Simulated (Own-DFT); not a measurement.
SiC (4H silicon carbide, atoms displaced), GaP (zincblende, atoms displaced), GaP (zincblende, strained, atoms displaced), GaN (wurtzite, strained, atoms displaced) (calculated)

Computed with Own-DFT development build. A calculation, not a measurement: plane-wave PBE density functional theory by an unreviewed code, no spin, of a simulated periodic cell, stress positive in tension, free energy of the whole cell less one offset for each atom, forces on such cells passed a denser k mesh, this cell's mesh not checked; offsets are fitted by least squares, one for each functional and potential file, so energies compare only between cells with the same atoms and settings and are not formation energies; the far tail of each file's local potential was reset to the Coulomb form; each entry is a single point on an unrelaxed cell, so the pressure reflects the starting lattice, mostly measured values (interpolated for alloys), from which strain is counted, and rises with the displacements; printed positions are rounded, which can move forces by about a meV/angstrom; the program, named Own-DFT, is a retired in-house code; no spin-orbit coupling.

Common to all runs: functional PBE.

(1) SiC (4H silicon carbide, atoms displaced)

```
cell vectors (Å)
   6.1654     0.0000     0.0000
  -3.0827     5.3394     0.0000
   0.0000     0.0000    10.0681
atoms (fractions of the cell vectors)
Si  0.00025  0.02182  0.40887
Si  0.18087  0.32567  0.13994
C   0.00081  0.01787  0.11197
C   0.19000  0.34421  0.36086
Si  0.02627  0.52139  0.40096
Si  0.18301  0.81955  0.15466
C   0.98345  0.50669  0.08866
C   0.17833  0.84697  0.35367
Si  0.45851  0.95985  0.40203
Si  0.67002  0.31867  0.15676
C   0.50054  0.00691  0.09612
C   0.62151  0.32000  0.33588
Si  0.49066  0.47929  0.41343
Si  0.66343  0.81193  0.14411
C   0.50798  0.49138  0.09718
C   0.62510  0.78490  0.35196
Si  0.01850  0.99522  0.90364
Si  0.80080  0.65176  0.63497
C   0.99746  0.02109  0.60396
C   0.85149  0.68030  0.84509
Si  0.97607  0.51807  0.91682
Si  0.82559  0.15758  0.66823
C   0.95660  0.47116  0.58612
C   0.83799  0.16457  0.83687
Si  0.49640  0.98226  0.89773
Si  0.30858  0.63065  0.63804
C   0.50233  0.01753  0.58939
C   0.31466  0.66371  0.84286
Si  0.55078  0.51775  0.90367
Si  0.36535  0.18157  0.66789
C   0.52287  0.50079  0.59505
C   0.30739  0.16595  0.83408
```

Here we set potential files PseudoDojo norm-conserving, scalar-relativistic, standard set, wave cutoff 42 hartree, occupations Fermi-Dirac, smearing width 0.1 eV, hardware one NVIDIA H100 and k mesh 5 x 5 x 3 centred on Gamma.

It finds free energy of cell above offsets 8.334 eV; pressure 14.03 GPa; stress xx -17.02 GPa; stress yy -15.19 GPa; stress zz -9.87 GPa; stress yz -0.62 GPa; stress xz -1.17 GPa; stress xy -6.85 GPa; wall time 123.6 s.

Force:
```tsv
element	x (eV/Å)	y (eV/Å)	z (eV/Å)
Si	-0.824	-2.804	1.296
Si	-1.611	3.948	3.137
C	1.758	-5.293	-3.351
C	-4.766	-1.11	-3.7
Si	-2.809	-3.483	0.836
Si	-2.834	2.026	1.868
C	2.766	-0.914	2.769
C	-7.782	-3.59	-4.058
Si	8.389	6.57	3.098
Si	-1.802	1.333	1.954
C	1.797	-2.678	-2.456
C	5.396	-1.67	-0.03
Si	2.154	0.962	0.073
Si	-1.215	2.091	3.626
C	0.643	-0.346	-3.174
C	1.199	5.112	-2.047
Si	-4.313	1.569	1.58
Si	10.24	7.948	4.392
C	2.59	-2.249	-2.12
C	-1.31	0.743	-2.903
Si	6.114	-3.336	-3.58
Si	-1.322	0.312	-4.624
C	2.064	1.919	0.071
C	-1.22	0.307	5.538
Si	-0.419	1.76	0.362
Si	-1.215	2.871	2.815
C	0.98	-3.302	0.224
C	1.548	-1.454	-0.482
Si	-6.972	-2.676	0.882
Si	-2.887	-2.064	-3.974
C	-9.903	-5.14	-1.692
C	5.563	2.639	3.67
```

(2) GaP (zincblende, atoms displaced)

```
cell vectors (Å)
  10.9010     0.0000     0.0000
   0.0000    10.9010     0.0000
   0.0000     0.0000    10.9010
atoms (fractions of the cell vectors)
Ga  0.99354  0.00230  0.00180
Ga  0.98048  0.25015  0.24489
Ga  0.25109  0.00332  0.24299
Ga  0.24744  0.25569  0.01442
P   0.12911  0.12886  0.12786
P   0.13307  0.37980  0.37354
P   0.38365  0.12380  0.36991
P   0.37550  0.36677  0.12250
Ga  0.01593  0.00719  0.49855
Ga  0.99779  0.23988  0.75140
Ga  0.24467  0.99840  0.75549
Ga  0.24747  0.25273  0.50745
P   0.12765  0.12208  0.64548
P   0.12770  0.36495  0.86769
P   0.37924  0.13270  0.87977
P   0.38374  0.36832  0.63256
Ga  0.01002  0.49127  0.99273
Ga  0.99896  0.74845  0.25984
Ga  0.24025  0.49416  0.25678
Ga  0.24815  0.74234  0.00117
P   0.12159  0.62547  0.12042
P   0.13804  0.88130  0.37708
P   0.36419  0.61854  0.36680
P   0.37670  0.87639  0.13147
Ga  0.01856  0.48845  0.48841
Ga  0.99661  0.73798  0.74427
Ga  0.28074  0.47109  0.75555
Ga  0.24885  0.75498  0.51459
P   0.13353  0.63150  0.62103
P   0.13974  0.88698  0.85819
P   0.37848  0.62950  0.87508
P   0.38684  0.87533  0.63226
Ga  0.51259  0.99459  0.98305
Ga  0.49953  0.24958  0.24444
Ga  0.76507  0.00215  0.25307
Ga  0.75367  0.25640  0.99520
P   0.60873  0.10582  0.11960
P   0.62709  0.36254  0.36910
P   0.87277  0.10470  0.38692
P   0.88305  0.37298  0.12782
Ga  0.50217  0.00734  0.50417
Ga  0.50023  0.25904  0.75211
Ga  0.74415  0.00312  0.74738
Ga  0.77023  0.25529  0.49166
P   0.61211  0.12187  0.63236
P   0.62151  0.36206  0.86357
P   0.89110  0.12462  0.86580
P   0.87355  0.38575  0.63835
Ga  0.49647  0.47736  0.01245
Ga  0.49412  0.73724  0.22985
Ga  0.75163  0.51002  0.26979
Ga  0.74889  0.74344  0.99273
P   0.62085  0.63143  0.13311
P   0.62024  0.88536  0.35958
P   0.86835  0.62398  0.36905
P   0.88317  0.88418  0.15203
Ga  0.51146  0.49451  0.50363
Ga  0.49692  0.74074  0.75429
Ga  0.75344  0.50693  0.75062
Ga  0.73459  0.75067  0.49795
P   0.62399  0.62492  0.61805
P   0.63070  0.87121  0.86934
P   0.87098  0.62798  0.87852
P   0.87997  0.86717  0.62061
```

It was run with potential files PseudoDojo norm-conserving, scalar-relativistic, standard set, wave cutoff 42 hartree, occupations Fermi-Dirac, smearing width 0.1 eV, hardware one NVIDIA H100 and k mesh 3 x 3 x 3 centred on Gamma.

The calculation gives: free energy of cell above offsets -24.970 eV; pressure 5.12 GPa; stress xx -5.23 GPa; stress yy -5.2 GPa; stress zz -4.94 GPa; stress yz 0.11 GPa; stress xz 0.77 GPa; stress xy -0.24 GPa; wall time 567.5 s.

Force:
```tsv
element	x (eV/Å)	y (eV/Å)	z (eV/Å)
Ga	1.392	-0.604	0.17
Ga	2.177	-1.985	1.903
Ga	0.438	-0.002	0.677
Ga	-0.237	-1.109	-1.846
P	-1.438	-0.141	0.118
P	-0.995	-3.677	-0.185
P	-1.371	0.55	0.869
P	-1.113	0.675	2.244
Ga	0.083	-1.247	1.102
Ga	0.566	2.282	-1.076
Ga	4.526	2.208	-1.702
Ga	0.548	-0.98	-0.303
P	0.045	0.862	-2.878
P	0.541	0.387	0.41
P	-0.664	-0.472	-0.096
P	0.828	-0.498	-3.608
Ga	-0.504	0.487	0.18
Ga	1.041	0.133	-0.009
Ga	1.476	1.331	-2.366
Ga	0.371	1.669	-0.34
P	-0.31	-0.536	0.681
P	-0.466	-0.643	-0.045
P	1.375	0.655	1.391
P	-0.265	-0.121	-2.131
Ga	-2.167	2.541	2.244
Ga	0.727	1.069	0.141
Ga	-2.774	3.363	1.816
Ga	1.46	0.73	-1.422
P	-0.782	-2.654	1.045
P	-4.144	-4.283	4.171
P	-0.363	-2.283	1.153
P	-0.896	0.393	-0.405
Ga	-2.159	-0.43	0.253
Ga	0.287	-0.982	-0.21
Ga	-3.362	0.53	-0.271
Ga	-0.169	-1.438	0.306
P	2.861	2.125	1.149
P	0.508	0.863	0.54
P	1.031	2.666	-0.118
P	-2.093	1.996	-1.326
Ga	-0.158	-1.175	-0.948
Ga	-0.656	-3.002	-0.28
Ga	1.222	-0.354	-0.447
Ga	-1.289	-0.235	1.39
P	1.732	1.411	-0.378
P	1.944	2.8	2.066
P	-3.262	-1.129	1.891
P	1.695	-1.383	-1.918
Ga	1.672	2.42	-1.865
Ga	-1.702	1.949	2.955
Ga	-1.874	-2.085	-2.763
Ga	-0.422	1.238	1.906
P	2.303	-2.965	-2.285
P	-0.257	-1.191	1.006
P	2.263	1.262	2.918
P	0.664	-1.651	-3.64
Ga	-1.307	-0.26	-1.218
Ga	1.01	0.783	-0.797
Ga	-1.476	0.187	0.427
Ga	0.984	1.296	-1.02
P	-0.015	-0.209	1.375
P	0.252	-0.779	-0.277
P	1.37	-1.173	-0.102
P	-0.702	0.817	-0.221
```

(3) GaP (zincblende, strained, atoms displaced)

```
cell vectors (Å)
  10.8620     0.0000     0.0000
   0.0000    10.8620     0.0000
   0.0000     0.0000    10.9361
atoms (fractions of the cell vectors)
Ga  0.00286  0.99848  0.99759
Ga  0.99568  0.24447  0.24926
Ga  0.24850  0.99058  0.24582
Ga  0.25401  0.25207  0.00103
P   0.12587  0.12693  0.12031
P   0.12003  0.37705  0.36825
P   0.37212  0.12802  0.37320
P   0.37124  0.37408  0.12815
Ga  0.99899  0.99507  0.49979
Ga  0.00284  0.25832  0.75182
Ga  0.24986  0.98857  0.75211
Ga  0.24822  0.25191  0.50163
P   0.12642  0.12891  0.62868
P   0.12006  0.36962  0.87586
P   0.37807  0.11483  0.86876
P   0.37120  0.37386  0.62130
Ga  0.99167  0.50315  0.00004
Ga  0.01029  0.74321  0.25272
Ga  0.24536  0.49789  0.24981
Ga  0.24801  0.75455  0.00021
P   0.12060  0.62380  0.12637
P   0.12811  0.87878  0.37718
P   0.37069  0.63156  0.37261
P   0.37964  0.86520  0.13462
Ga  0.00521  0.49887  0.50534
Ga  0.99200  0.74696  0.75008
Ga  0.24625  0.50407  0.74607
Ga  0.25052  0.74855  0.50562
P   0.12186  0.62683  0.63496
P   0.13003  0.87309  0.87618
P   0.36596  0.62653  0.87696
P   0.37613  0.87650  0.63508
Ga  0.50160  0.00969  0.00382
Ga  0.50361  0.25517  0.24441
Ga  0.73925  0.00357  0.24744
Ga  0.75076  0.24773  0.99816
P   0.61169  0.11227  0.12828
P   0.62788  0.37109  0.37823
P   0.87293  0.12676  0.36679
P   0.88249  0.36872  0.12632
Ga  0.50229  0.00840  0.49960
Ga  0.50681  0.25458  0.74463
Ga  0.74728  0.00022  0.74952
Ga  0.74863  0.25236  0.50240
P   0.62372  0.12548  0.62426
P   0.63000  0.37924  0.88607
P   0.88219  0.12638  0.87326
P   0.86482  0.37334  0.62572
Ga  0.49955  0.50476  0.00323
Ga  0.50142  0.75293  0.24843
Ga  0.75777  0.50149  0.25790
Ga  0.74986  0.75382  0.00009
P   0.63019  0.63213  0.12696
P   0.62571  0.87429  0.37412
P   0.87697  0.62671  0.37304
P   0.87618  0.87515  0.12524
Ga  0.50114  0.49704  0.50266
Ga  0.49781  0.75232  0.74902
Ga  0.74217  0.50383  0.75640
Ga  0.74851  0.76032  0.49724
P   0.61786  0.62876  0.62203
P   0.61574  0.88071  0.87507
P   0.87519  0.62388  0.87517
P   0.87046  0.86961  0.62253
```

It was run with potential files PseudoDojo norm-conserving, scalar-relativistic, standard set, wave cutoff 42 hartree, occupations Fermi-Dirac, smearing width 0.1 eV, hardware one NVIDIA H100 and k mesh 3 x 3 x 3 centred on Gamma.

The calculation gives: free energy of cell above offsets -33.215 eV; pressure 3.59 GPa; stress xx -3.76 GPa; stress yy -3.65 GPa; stress zz -3.36 GPa; stress yz -0.19 GPa; stress xz -0.65 GPa; stress xy 0.08 GPa; wall time 503.8 s.

Force:
```tsv
element	x (eV/Å)	y (eV/Å)	z (eV/Å)
Ga	-0.16	0.027	0.24
Ga	1.043	0.101	-0.188
Ga	0.272	1.134	0.068
Ga	-0.019	-0.713	-0.797
P	0.218	-0.528	0.5
P	0.103	-0.609	0.989
P	0.124	-0.136	-0.258
P	0.576	0.634	-0.375
Ga	-0.102	0.916	0.072
Ga	-0.826	-0.813	-0.842
Ga	-0.347	1.325	-0.203
Ga	-0.344	-0.257	-0.786
P	-0.331	-0.761	-0.106
P	1.003	1.555	0.575
P	-0.21	1.529	0.383
P	0.361	0.477	0.684
Ga	0.844	-0.644	0.139
Ga	-0.935	1.111	0.213
Ga	0.339	0.578	0.051
Ga	0.251	-0.644	0.853
P	0.739	-0.273	-0.941
P	-0.238	-0.876	0.243
P	0.478	-1.008	0.266
P	-0.843	1.465	-1.912
Ga	-0.808	0.037	-0.242
Ga	0.487	0.576	0.408
Ga	0.289	-1.014	0.895
Ga	-0.003	0.456	0.123
P	-0.058	0.156	-1.245
P	-1.421	-0.169	-0.227
P	0.933	-0.203	-0.197
P	0.165	-0.075	-1.937
Ga	-1.75	-2.032	-1.104
Ga	-0.478	-0.436	0.793
Ga	1.313	-0.781	0.26
Ga	0.267	-0.663	0.772
P	1.776	2.701	0.252
P	-0.293	0.733	-0.588
P	-0.559	-0.674	1.259
P	-1.358	0.668	-0.197
Ga	-0.77	-0.738	-0.263
Ga	-0.586	0.019	0.889
Ga	0.304	0.088	0.301
Ga	0.265	-0.934	-0.443
P	0.702	0.177	0.025
P	-1.013	-0.339	-0.767
P	-0.768	-0.315	-0.209
P	0.981	0.832	0.537
Ga	-0.33	0.2	0.265
Ga	0.638	-1.006	0.98
Ga	-0.52	-0.582	-0.904
Ga	0.022	0.381	-0.423
P	-0.189	-0.977	0.213
P	-0.645	0.71	0.151
P	0.359	0.338	1.231
P	0.177	0.111	0.344
Ga	-0.594	0.325	-0.755
Ga	-0.105	-0.523	0.715
Ga	0.269	0.107	-0.792
Ga	-0.08	-1.576	-0.234
P	0.817	0.004	0.308
P	0.929	-0.483	0.226
P	-0.817	0.378	0.055
P	0.46	0.931	0.658
```

(4) GaN (wurtzite, strained, atoms displaced)

```
cell vectors (Å)
  12.7560     0.0000     0.0000
  -4.7835     8.2853     0.0000
   0.0000     0.0000    10.6552
atoms (fractions of the cell vectors)
Ga  0.08512  0.22595  0.00547
Ga  0.16727  0.11438  0.25724
N   0.07937  0.21736  0.18302
N   0.15648  0.10370  0.43344
Ga  0.08766  0.22727  0.51113
Ga  0.16642  0.11502  0.75752
N   0.07928  0.21945  0.68834
N   0.17174  0.11056  0.92983
Ga  0.08464  0.55576  0.99817
Ga  0.15920  0.43593  0.24977
N   0.08316  0.55903  0.19261
N   0.16844  0.46140  0.42975
Ga  0.07953  0.55694  0.49647
Ga  0.16235  0.43902  0.73859
N   0.08275  0.55356  0.68518
N   0.15786  0.43592  0.93933
Ga  0.08745  0.89877  0.00038
Ga  0.16403  0.77565  0.24732
N   0.08548  0.88653  0.18725
N   0.17161  0.78288  0.43984
Ga  0.07169  0.88538  0.50228
Ga  0.16195  0.76672  0.74216
N   0.08353  0.89112  0.69720
N   0.14984  0.76549  0.93771
Ga  0.32882  0.21959  0.99460
Ga  0.41800  0.11861  0.23780
N   0.33338  0.21827  0.18988
N   0.42298  0.10981  0.43980
Ga  0.33455  0.22282  0.50785
Ga  0.41381  0.10812  0.75822
N   0.32736  0.22358  0.67984
N   0.41408  0.11081  0.93872
Ga  0.33578  0.55276  0.00159
Ga  0.41456  0.44077  0.24458
N   0.33068  0.55969  0.19043
N   0.41953  0.44230  0.44369
Ga  0.33084  0.54494  0.50345
Ga  0.41116  0.43746  0.74845
N   0.32645  0.55184  0.69289
N   0.41279  0.43432  0.93689
Ga  0.32783  0.88181  0.00016
Ga  0.41133  0.77784  0.26159
N   0.33419  0.89728  0.17862
N   0.42115  0.77233  0.43940
Ga  0.33614  0.89700  0.50694
Ga  0.41560  0.77701  0.74926
N   0.32468  0.88236  0.68703
N   0.41512  0.77277  0.93988
Ga  0.58658  0.22103  0.99600
Ga  0.66836  0.10904  0.25043
N   0.59049  0.23199  0.18985
N   0.65860  0.10947  0.43531
Ga  0.58064  0.21556  0.50390
Ga  0.66375  0.11639  0.74712
N   0.59302  0.22589  0.68319
N   0.66484  0.11039  0.93042
Ga  0.58610  0.56353  0.99677
Ga  0.66769  0.43784  0.25077
N   0.58370  0.54812  0.19224
N   0.66811  0.45067  0.43523
Ga  0.58078  0.53888  0.49188
Ga  0.66687  0.44686  0.74848
N   0.58671  0.55366  0.69018
N   0.67465  0.45140  0.93804
Ga  0.58399  0.89239  0.01076
Ga  0.66712  0.78924  0.25879
N   0.58402  0.89711  0.18450
N   0.67553  0.78822  0.44185
Ga  0.58659  0.89589  0.49866
Ga  0.67182  0.77861  0.74993
N   0.57941  0.89302  0.69470
N   0.66133  0.78106  0.93326
Ga  0.83454  0.23060  0.00585
Ga  0.91274  0.10214  0.24455
N   0.83239  0.21063  0.19255
N   0.91626  0.11793  0.44300
Ga  0.82134  0.21665  0.50673
Ga  0.92220  0.11408  0.75011
N   0.83278  0.22192  0.69361
N   0.91358  0.10373  0.93674
Ga  0.82813  0.55643  0.99904
Ga  0.91834  0.44294  0.24987
N   0.83551  0.56131  0.18872
N   0.91667  0.44363  0.42773
Ga  0.83061  0.55521  0.50361
Ga  0.91180  0.44663  0.74011
N   0.84620  0.56646  0.68642
N   0.91605  0.44777  0.93858
Ga  0.82964  0.89098  0.99821
Ga  0.91935  0.77406  0.25275
N   0.82340  0.88869  0.18901
N   0.91815  0.77495  0.43843
Ga  0.84280  0.89314  0.49552
Ga  0.91823  0.77786  0.74202
N   0.83695  0.88317  0.69414
N   0.91586  0.78487  0.93945
```

It was run with potential files PseudoDojo norm-conserving, scalar-relativistic, standard set with the stringent files for Ga, wave cutoff 96 hartree, occupations Gaussian, smearing width 0.01 eV and k mesh 3 x 4 x 3 centred on Gamma.

The calculation gives: free energy of cell above offsets -4.587 eV; pressure 2.25 GPa; stress xx -4.51 GPa; stress yy -5.15 GPa; stress zz 2.91 GPa; stress yz -0.12 GPa; stress xz -0.22 GPa; stress xy 0.16 GPa.

Force:
```tsv
element	x (eV/Å)	y (eV/Å)	z (eV/Å)
Ga	-0.487	-1.162	-1.275
Ga	0.013	-0.816	-1.223
N	0.555	-0.045	1.041
N	0.758	1.139	1.637
Ga	-1.075	-0.013	-2.414
Ga	0.051	-0.8	-1.78
N	1.281	0.254	0.096
N	-1.299	0.468	1.782
Ga	-0.879	-0.753	0.715
Ga	0.247	0.939	-0.263
N	0.438	-0.946	-1.09
N	1.177	-1.907	1.424
Ga	0.117	0.502	-0.068
Ga	-0.538	0.497	2.131
N	-0.505	-0.921	-0.775
N	1.298	0.955	-0.853
Ga	-0.95	-1.682	0.028
Ga	0.832	0.794	0.905
N	-0.957	1.117	0.036
N	-0.995	0.092	-0.196
Ga	2.976	0.748	0.739
Ga	-0.904	0.985	1.549
N	0.394	0.335	-1.594
N	1.875	1.708	-0.816
Ga	0.933	0.09	1.313
Ga	1.522	-0.929	1.492
N	-1.699	0.759	-0.992
N	-1.724	0.438	-0.691
Ga	0.076	-1.05	-2.468
Ga	0.023	-0.014	-1.278
N	0.822	-0.641	2.265
N	0.562	-0.176	0.001
Ga	-1.066	-0.046	-0.035
Ga	0.064	0.776	0.615
N	0.505	-0.796	-0.254
N	-1.186	-0.69	-1.076
Ga	-0.307	1.259	-0.4
Ga	0.558	1.154	0.323
N	1.14	0.139	-0.901
N	0.258	1.189	-0.273
Ga	-0.183	-0.4	-0.827
Ga	0.116	0.382	-1.491
N	0.267	-0.796	1.501
N	-0.862	0.294	0.818
Ga	0.196	-1.202	-1.034
Ga	-0.232	-0.104	0.761
N	1.213	1.096	0.73
N	-0.248	0.384	-0.306
Ga	-0.427	0.602	0.564
Ga	-0.772	0.749	0.159
N	-0.03	-2.206	-1.222
N	1.127	0.416	-0.071
Ga	-0.162	1.319	-0.658
Ga	1.832	-1.294	1.24
N	-2.591	0.618	0.476
N	0.305	0.112	1.232
Ga	0.124	-0.856	0.732
Ga	0.014	2.106	0.175
N	-0.841	1.222	-0.614
N	1.715	-1.702	0.124
Ga	-0.886	2.903	1.575
Ga	0.967	0.059	0.58
N	-1.218	-0.012	-0.76
N	-2.295	-1.379	-1.022
Ga	-0.427	-0.102	-2.361
Ga	-0.12	-1.635	-0.39
N	-0.391	-1.178	1.745
N	-0.65	-1.011	0.05
Ga	0.255	-1.369	1.112
Ga	-1.163	0.189	-0.247
N	1.134	-0.374	-1.379
N	0.429	-0.147	0.657
Ga	0.314	-0.825	-1.054
Ga	0.587	0.587	1.534
N	-0.852	1.742	-0.839
N	0.518	-0.116	-0.365
Ga	1.45	0.61	-0.764
Ga	-1.684	-1.237	0.921
N	-0.06	-0.117	-0.947
N	-0.015	1.778	0.155
Ga	2.279	1.677	0.756
Ga	-0.663	-0.133	-0.699
N	0.162	-1.182	-0.207
N	-0.955	-0.284	2.129
Ga	0.666	-0.338	-0.934
Ga	1.976	-0.839	2.119
N	-2.304	-1.183	-0.969
N	-0.172	-0.241	-0.369
Ga	0.253	-0.774	0.326
Ga	-0.811	0.681	-0.759
N	1.921	-0.741	-0.475
N	-0.983	-0.619	-0.571
Ga	-1.273	0.36	0.964
Ga	0.405	0.643	2.634
N	-1.176	1.389	-1.576
N	0.321	-0.469	-0.241
```
